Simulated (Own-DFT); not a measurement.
# Computed records: Al3GaN4 (wurtzite random alloy, strained, atoms displaced)

All values are calculated (Own-DFT development build). A calculation, not a measurement: plane-wave density functional theory by an unreviewed code, no spin, of a simulated periodic cell, stress positive in tension, run twice, with PBE and with PBEsol, both on files made for PBE, so the change isn't that of files made for PBEsol, forces on such cells passed a denser k mesh, this cell's mesh not checked; the far tail of each file's local potential was reset to the Coulomb form; each entry is a single point on an unrelaxed cell, so the pressure reflects the starting lattice, mostly measured values (interpolated for alloys), from which strain is counted, and rises with the displacements; printed positions are rounded, which can move forces by about a meV/angstrom; the program, named Own-DFT, is a retired in-house code; no spin-orbit coupling; stress was not checked against mesh or cutoff.

Al3GaN4 (wurtzite random alloy, strained, atoms displaced)

```cif
# cell vector a (Å): 9.6521 0.0000 0.0000
# cell vector b (Å): -4.8260 8.3589 0.0000
# cell vector c (Å): 0.0000 0.0000 10.0655
data_Al3GaN4
_symmetry_space_group_name_H-M 'P 1'
_symmetry_Int_Tables_number 1
_cell_length_a 9.6521
_cell_length_b 9.6520
_cell_length_c 10.0655
_cell_angle_alpha 90.000
_cell_angle_beta 90.000
_cell_angle_gamma 120.000
_cell_volume 812.09
loop_
_atom_site_label
_atom_site_type_symbol
_atom_site_fract_x
_atom_site_fract_y
_atom_site_fract_z
_atom_site_occupancy
Al1 Al 0.10552 0.21500 0.00035 1
Al2 Al 0.22315 0.10918 0.24787 1
N1 N 0.11824 0.23715 0.18574 1
N2 N 0.22158 0.10939 0.43077 1
Ga1 Ga 0.11322 0.21784 0.50220 1
Al3 Al 0.23614 0.11145 0.73963 1
N3 N 0.10845 0.22138 0.69307 1
N4 N 0.22916 0.12291 0.93816 1
Ga2 Ga 0.10994 0.54233 0.99722 1
Al4 Al 0.22090 0.44770 0.25611 1
N5 N 0.12088 0.55642 0.18592 1
N6 N 0.23889 0.46224 0.44207 1
Ga3 Ga 0.10999 0.55781 0.49869 1
Ga4 Ga 0.21378 0.43777 0.75270 1
N7 N 0.11213 0.55377 0.68527 1
N8 N 0.21687 0.44655 0.94411 1
Al5 Al 0.09913 0.88475 0.00095 1
Al6 Al 0.22545 0.78008 0.25353 1
N9 N 0.11592 0.89196 0.18910 1
N10 N 0.21729 0.77095 0.44304 1
Al7 Al 0.10465 0.88150 0.50386 1
Al8 Al 0.22272 0.78973 0.74087 1
N11 N 0.10648 0.88854 0.68871 1
N12 N 0.21600 0.77086 0.94074 1
Al9 Al 0.44260 0.21668 0.00059 1
Al10 Al 0.56686 0.10751 0.25684 1
N13 N 0.43845 0.21998 0.17818 1
N14 N 0.55202 0.11023 0.43728 1
Ga5 Ga 0.45060 0.22137 0.49313 1
Al11 Al 0.55362 0.11259 0.74867 1
N15 N 0.45219 0.23517 0.69141 1
N16 N 0.55193 0.10534 0.93632 1
Al12 Al 0.45569 0.56640 0.00011 1
Al13 Al 0.54709 0.44636 0.24787 1
N17 N 0.44605 0.55702 0.19214 1
N18 N 0.55552 0.44149 0.43708 1
Al14 Al 0.44484 0.55461 0.50407 1
Al15 Al 0.55342 0.43587 0.75715 1
N19 N 0.44807 0.56945 0.69223 1
N20 N 0.55328 0.44393 0.94647 1
Al16 Al 0.43943 0.88135 0.00214 1
Al17 Al 0.55076 0.77302 0.24879 1
N21 N 0.44354 0.88405 0.19903 1
N22 N 0.55102 0.76887 0.43441 1
Ga6 Ga 0.44740 0.87800 0.49643 1
Al18 Al 0.55696 0.77607 0.74463 1
N23 N 0.44543 0.88632 0.69207 1
N24 N 0.55815 0.77312 0.93357 1
Al19 Al 0.78172 0.23002 0.00660 1
Al20 Al 0.88763 0.11218 0.25342 1
N25 N 0.77413 0.22623 0.19082 1
N26 N 0.89561 0.10683 0.43871 1
Al21 Al 0.77549 0.21255 0.50184 1
Al22 Al 0.88976 0.10482 0.75384 1
N27 N 0.77629 0.22562 0.68262 1
N28 N 0.89867 0.12087 0.94829 1
Ga7 Ga 0.77996 0.55467 0.00457 1
Al23 Al 0.89948 0.44079 0.24515 1
N29 N 0.78382 0.56344 0.19280 1
N30 N 0.88566 0.43479 0.44681 1
Al24 Al 0.76497 0.54658 0.49988 1
Ga8 Ga 0.88293 0.43493 0.74563 1
N31 N 0.79250 0.55775 0.69801 1
N32 N 0.88502 0.44080 0.94323 1
Ga9 Ga 0.77712 0.88738 0.00645 1
Al25 Al 0.88958 0.77889 0.25313 1
N33 N 0.78467 0.89116 0.19669 1
N34 N 0.88948 0.77148 0.43726 1
Al26 Al 0.78177 0.88191 0.50427 1
Al27 Al 0.88898 0.77630 0.74946 1
N35 N 0.78239 0.89078 0.69065 1
N36 N 0.89098 0.77442 0.94105 1
```

It was run with functional PBE, then PBEsol, potential files PseudoDojo norm-conserving, scalar-relativistic, standard set, wave cutoff 42 hartree, occupations Fermi-Dirac, smearing width 0.1 eV and k mesh 4 x 4 x 3 centred on Gamma.

Results for Al3GaN4 (wurtzite random alloy, strained, atoms displaced): PBE pressure -3.76 GPa; PBE stress xx 7.81 GPa; PBE stress yy 6.69 GPa; PBE stress zz -3.22 GPa; PBE stress yz -0.96 GPa; PBE stress xz -0.18 GPa; PBE stress xy 0.33 GPa; PBEsol pressure -6.67 GPa; PBEsol stress xx 10.69 GPa; PBEsol stress yy 9.56 GPa; PBEsol stress zz -0.24 GPa; PBEsol stress yz -0.95 GPa; PBEsol stress xz -0.2 GPa; PBEsol stress xy 0.29 GPa; rms change of force components from PBE to PBEsol 0.064 eV/Å.

Force:
```tsv
force element	PBE force x (eV/Å)	PBE force y (eV/Å)	PBE force z (eV/Å)	PBEsol force x (eV/Å)	PBEsol force y (eV/Å)	PBEsol force z (eV/Å)
Al	1.571	2.018	0.049	1.577	2.016	0.035
Al	-0.278	0.737	-1.47	-0.29	0.749	-1.49
N	-0.297	-1.759	1.421	-0.293	-1.747	1.421
N	0.492	-0.958	1.765	0.475	-0.821	1.88
Ga	-0.01	1.294	-0.616	-0.021	1.257	-0.583
Al	-2.172	0.402	1.731	-2.172	0.4	1.69
N	0.876	-1.494	0.169	0.884	-1.322	0.074
N	-0.287	-1.759	-0.706	-0.285	-1.75	-0.701
Ga	-2.029	2.131	-0.034	-1.974	2.09	-0.024
Al	1.042	0.027	-0.902	1.043	0.027	-0.906
N	-1.125	0.278	2.177	-1.115	0.282	1.976
N	-0.511	-1.912	-0.409	-0.662	-1.932	-0.313
Ga	0.17	-1.425	0.127	0.181	-1.399	0.163
Ga	0.37	1.449	-0.122	0.334	1.423	-0.122
N	-0.569	1.068	1.562	-0.552	0.922	1.48
N	3.553	-1.687	-0.502	3.349	-1.587	-0.573
Al	2.23	0.742	-0.297	2.228	0.753	-0.302
Al	-0.591	-0.476	-0.787	-0.588	-0.481	-0.8
N	-0.538	-0.501	0.584	-0.535	-0.504	0.599
N	-0.62	2.051	-0.621	-0.488	1.918	-0.501
Al	0.429	0.39	-1.679	0.431	0.402	-1.68
Al	1.166	-2.371	1.522	1.162	-2.377	1.493
N	0.406	0.881	0.034	0.378	0.876	0.059
N	-0.087	1.48	-0.558	-0.091	1.323	-0.51
Al	-0.092	0.414	-1.128	-0.066	0.42	-1.162
Al	-2.244	0.124	-1.907	-2.257	0.116	-1.933
N	0.939	0.229	3.204	0.944	0.226	3.222
N	2.086	-0.687	0.654	1.917	-0.719	0.785
Ga	-1.347	0.148	0.211	-1.312	0.152	0.213
Al	0.914	-0.294	-0.073	0.907	-0.28	-0.111
N	0.407	-2.135	-0.433	0.425	-2.138	-0.576
N	0.448	0.279	0.838	0.448	0.273	0.848
Al	-0.92	-1.978	-0.008	-0.921	-1.974	-0.01
Al	1.583	-0.717	-0.782	1.595	-0.733	-0.8
N	-0.464	0.442	-0.467	-0.488	0.431	-0.453
N	-0.785	0.828	0.235	-0.798	0.657	0.28
Al	0.384	0.119	-0.096	0.397	0.105	-0.089
Al	-0.134	2.927	0.199	-0.125	2.948	0.181
N	1.432	-2.333	-0.406	1.317	-2.412	-0.342
N	-0.101	-0.386	-0.667	0.025	-0.329	-0.587
Al	-0.362	0.251	-0.686	-0.342	0.246	-0.676
Al	0.829	0.078	-0.072	0.834	0.093	-0.105
N	0.411	0.665	-0.917	0.404	0.665	-0.893
N	1.971	0.415	0.96	1.815	0.498	1.024
Ga	-1.241	0.604	0.392	-1.221	0.574	0.397
Al	-0.239	0.944	0.764	-0.229	0.978	0.747
N	-0.377	0.958	0.046	-0.364	0.943	-0.09
N	-0.853	1.027	0.943	-0.728	1.115	0.986
Al	-0.338	-1.241	-1.449	-0.342	-1.262	-1.459
Al	1.057	0.406	-1.05	1.052	0.423	-1.084
N	1.257	-0.751	0.656	1.26	-0.744	0.67
N	-1.75	-0.68	0.525	-1.593	-0.606	0.598
Al	0.282	0.846	-1.087	0.291	0.831	-1.105
Al	-0.545	1.019	0.025	-0.565	1.026	0.02
N	0.332	-2.862	1.366	0.337	-2.654	1.451
N	-1.756	-1.033	-1.18	-1.769	-1.152	-1.123
Ga	-0.337	-0.159	-0.513	-0.328	-0.143	-0.492
Al	-1.35	1.317	1.162	-1.342	1.326	1.143
N	0.009	-0.984	1.358	0.008	-1.002	1.19
N	-0.914	-0.13	-1.567	-0.787	-0.041	-1.5
Al	2.132	0.412	0.142	2.148	0.409	0.153
Ga	1.535	1.213	0.687	1.491	1.198	0.661
N	-3.339	0.393	-1.526	-3.154	0.271	-1.454
N	0.207	-0.752	0.032	0.206	-0.571	-0.022
Ga	0.246	0.258	-0.859	0.246	0.238	-0.827
Al	0.761	-0.107	-0.819	0.768	-0.092	-0.851
N	-1.108	-0.005	0.629	-1.114	-0.012	0.475
N	-0.536	-0.027	1.584	-0.534	-0.043	1.586
Al	-0.486	0.337	-1.412	-0.492	0.341	-1.42
Al	0.015	-0.326	0.608	0.008	-0.318	0.598
N	-0.134	-0.491	0.194	-0.133	-0.496	0.207
N	-0.676	0.814	-0.746	-0.812	0.701	-0.639
```
